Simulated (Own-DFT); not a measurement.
# Bulk modulus against bond length in tetrahedral crystals

Calculated, not measured: single-point runs of Own-DFT, a retired in-house plane-wave DFT program that no person has reviewed, on unrelaxed cells, without spin or spin-orbit coupling.

Caveats (not all hold for every row): forces on such cells moved up to 12 meV/angstrom on a denser k mesh; forces not confirmed at this smearing and k mesh; k mesh not checked against a denser one; forces on such cells passed a denser k mesh, each cell not checked; stress not checked against mesh or cutoff.

All runs are PBE with PseudoDojo norm-conserving files; cutoff and k mesh are each material's own. Every cell starts from measured lattice constants and was given uniform random strains and small random moves of its atoms. Each triple is the change of volume in per cent, the rms move u in Å and the pressure in GPa.

- 4H SiC (C36Si36), 10.36 Å³/atom unstrained: (-2.95, 0.052, 12.69); (-2.34, 0.047, 11.36); (-1.93, 0.052, 10.24); (-1.50, 0.046, 8.70); (-0.80, 0.051, 7.50); (-0.46, 0.050, 6.50); (2.97, 0.050, -1.08)
- wurtzite AlN (Al36N36), 10.45 Å³/atom unstrained: (-3.35, 0.048, 13.02); (-1.87, 0.047, 9.46); (-1.30, 0.049, 8.87); (-1.18, 0.051, 8.44); (-0.72, 0.049, 7.34); (0.32, 0.049, 5.09); (1.55, 0.049, 2.44)
- wurtzite GaN (Ga36N36), 11.42 Å³/atom unstrained: withheld
- diamond silicon (Si64), 20.02 Å³/atom unstrained: (-2.47, 0.048, 5.11); (-1.83, 0.048, 4.48); (-1.77, 0.054, 4.52); (-1.42, 0.047, 3.93); (0.86, 0.047, 1.86); (2.72, 0.048, 0.14); (3.51, 0.054, -0.37)
- zincblende InP (In48P48), 25.27 Å³/atom unstrained: (-3.63, 0.052, 6.75); (-3.07, 0.051, 6.24); (0.00, 0.050, 3.77); (0.03, 0.054, 3.73); (0.63, 0.050, 3.35); (2.56, 0.053, 2.29); (2.68, 0.046, 1.81)
- grey tin (Sn64), 34.15 Å³/atom unstrained: (-3.98, 0.049, 6.15); (-1.31, 0.053, 4.40); (-1.22, 0.050, 4.30); (0.18, 0.050, 3.64); (0.26, 0.053, 3.63); (1.17, 0.047, 3.14); (1.61, 0.050, 2.96)

## What the rows give

Fit a line to each set against the fractional change of volume; B is minus its slope, and u is nearly the same within a set. To take it to zero pressure, assume that B rises by 4 GPa for each GPa: B0 = B - 4 x (mean pressure). The bond length of an ideal tetrahedral crystal with the unstrained volume v is d = (√3/4)(8 v)^(1/3). Cohen's empirical rule reads B0 = (1971 - 220 L) d^(-3.5) GPa, with L = 0 for group IV crystals and SiC and 1 for III-V compounds.

| material | L | d (Å) | B (GPa) | mean P (GPa) | B0 (GPa) | rule (GPa) |
|---|---|---|---|---|---|---|
| 4H SiC (C36Si36) | 0 | 1.888 | 232 ± 6 | 8.0 | 200 ± 6 | 213 |
| wurtzite AlN (Al36N36) | 1 | 1.893 | 215 ± 6 | 7.8 | 184 ± 6 | 188 |
| wurtzite GaN (Ga36N36) | 1 | 1.950 | ? | ? | ? | 169 |
| diamond silicon (Si64) | 0 | 2.352 | 93 ± 2 | 2.8 | 82 ± 2 | 99 |
| zincblende InP (In48P48) | 1 | 2.541 | 75 ± 3 | 4.0 | 59 ± 3 | 67 |
| grey tin (Sn64) | 0 | 2.810 | 57 ± 2 | 4.0 | 40 ± 2 | 53 |

A line through ln[B0/(1971 - 220 L)] against ln d has a slope of -4.0 ± 0.1 and a scatter of 5 %. Against the rule, B0 stands at 94 % for 4H SiC, 98 % for wurtzite AlN, 83 % for diamond silicon, 89 % for zincblende InP, 76 % for grey tin. PBE tends to make silicon and heavier crystals too soft, and the rule itself is only a guide.

## Check

The question: what B0 does the fitted trend give for wurtzite GaN (Ga36N36)?

Estimate: 160 GPa. Its own runs give B = 207 ± 4 GPa at a mean pressure of 9.5 GPa, so B0 = 169 GPa.
